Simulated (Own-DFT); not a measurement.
# Response to strain: wurtzite GaN, 72 atoms (Ga36N36)

All numbers below are calculated, not measured. They come from Own-DFT, an in-house plane-wave density functional program, since retired, whose code no person has reviewed. Each row is one single-point run on a periodic cell that was not relaxed, without spin or spin-orbit coupling.

Settings of every run: PBE; PseudoDojo norm-conserving scalar-relativistic files (stringent for Ga); cutoff 96 hartree; 4 x 4 x 3 k mesh centred on Gamma; Gaussian smearing of 0.01 eV.

Known limits: forces not confirmed at this smearing and k mesh; stress not checked against mesh or cutoff.

Unstrained cell vectors in Å: (9.567, 0.000, 0.000); (-4.783, 8.285, 0.000); (0.000, 0.000, 10.370). The unstrained cell has measured lattice constants (interpolated for alloys), not those of this functional. That, the random moves and any unrelaxed bonds set the pressure at no strain. Each run strains this cell uniformly, with the atoms carried along. Every atom was also moved at random, by a Gaussian of width 0.05 Å on each axis. Strain is the symmetric tensor, in per cent. Stress is positive in tension, and the pressure is minus a third of its trace.

```
run,e_xx (%),e_yy (%),e_zz (%),s_xx (GPa),s_yy (GPa),s_zz (GPa),P (GPa),E (meV/atom)
1,2.25,2.25,0.00,3.72,2.38,-2.85,-1.09,5.5
2,-0.75,-0.75,0.00,-9.90,-12.35,-8.40,10.22,26.4
3,-1.25,-1.25,0.00,-13.90,-12.60,-10.30,12.27,30.8
4,0.75,0.75,0.00,-4.20,-2.59,-5.26,4.02,0.0
5,0.25,0.25,0.00,-4.35,-8.11,-5.70,6.06,10.4
6,-2.50,-2.50,0.00,-18.92,-23.61,-13.05,18.53,69.8
7,2.00,2.00,0.00,2.27,3.31,-4.99,-0.20,7.3
8,2.50,2.50,0.00,5.26,4.12,-5.30,-1.36,17.3
9,0.50,0.50,0.00,?,?,?,?,?
```

E is the free energy for each atom above the lowest run shown.

## Worked fit

The change of volume is close to e_xx + e_yy + e_zz. A straight line through the runs shown gives P = 7.71 - 197 x (fractional change of volume) GPa, with an error of 8 on the slope and a scatter of 0.74 GPa. The strain isn't the same on all axes and the cell isn't cubic, so the slope belongs to this path and is not the bulk modulus.

## Withheld run

Question: what pressure should run 9 give? Its volume changes by 1.00 %.

The line gives 5.7 GPa. The calculation gave 5.09 GPa.
